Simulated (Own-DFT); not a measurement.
# What a defect does to the pressure of its cell: zincblende GaAs

The numbers are computed, not measured, by runs of the plane-wave DFT program Own-DFT (in-house, retired, unreviewed) at fixed positions, with no spin and no spin-orbit coupling.

Settings: PBE; PseudoDojo norm-conserving scalar-relativistic files; cutoff 42 hartree; 3 x 3 x 3 k mesh centred on Gamma; Fermi-Dirac smearing of 0.1 eV.

Caveats (not all hold for every row): not probed for a lower state with spin; forces on such cells failed a check on a denser k mesh; forces not confirmed at this smearing and k mesh; stress not checked against mesh or cutoff.

All runs share one cell, with vectors in Å (11.307, 0.000, 0.000); (0.000, 11.307, 0.000); (0.000, 0.000, 11.307) and a volume of 1445.4 Å³. Atoms were moved at random from their sites; u is the rms move along one axis. The defect's site can differ from row to row.

| cell | formula | u (Å) | P (GPa) |
|---|---|---|---|
| no defect | As32Ga32 | 0.0193 | 3.51 |
| no defect | As32Ga32 | 0.0467 | 3.91 |
| no defect | As32Ga32 | 0.0493 | 4.02 |
| one P on an As site | As31Ga32P | 0.0293 | 3.31 |
| one P on an As site | As31Ga32P | 0.0298 | 3.36 |
| one P on an As site | As31Ga32P | 0.0319 | 3.42 |
| one As on a Ga site and one Ga on an As site | As32Ga32 | 0.0303 | 3.95 |
| one As on a Ga site and one Ga on an As site | As32Ga32 | 0.0322 | 3.95 |
| one As on a Ga site and one Ga on an As site | As32Ga32 | 0.0496 | 4.31 |
| one As on a Ga site and one Ga on an As site | As32Ga32 | 0.0512 | ? |
| one As on a Ga site | As33Ga31 | 0.0286 | 4.21 |
| one As on a Ga site | As33Ga31 | 0.0344 | 4.32 |
| one As on a Ga site | As33Ga31 | 0.0508 | 4.56 |
| two Ga vacancies | As32Ga30 | 0.0298 | 2.86 |
| two Ga vacancies | As32Ga30 | 0.0301 | 2.96 |
| two Ga vacancies | As32Ga30 | 0.0315 | 3.06 |

## Worked fit

P = P0 + c u² + a shift for each defect gives P0 = 3.44 GPa, c = 228 ± 21 GPa/Å² and a scatter of 0.05 GPa. The shifts, and each times the cell's volume:

- one As on a Ga site: 0.58 ± 0.04 GPa, 5.3 eV
- one As on a Ga site and one Ga on an As site: 0.30 ± 0.04 GPa, 2.7 eV
- one P on an As site: -0.28 ± 0.04 GPa, -2.6 eV
- two Ga vacancies: -0.69 ± 0.04 GPa, -6.2 eV (-3.1 eV for each of its 2 sites)

Against the defect-free cell, a freed cell would be larger where the shift is positive and smaller where it is negative (160.2 GPa Å³ is 1 eV). The atoms around the defects weren't relaxed, which would change these numbers.

## Withheld run

Q: what pressure belongs in the blank (one As on a Ga site and one Ga on an As site, u = 0.0512 Å)?

From the fit: 4.33 ± 0.06 GPa. DFT gave 4.33 GPa.
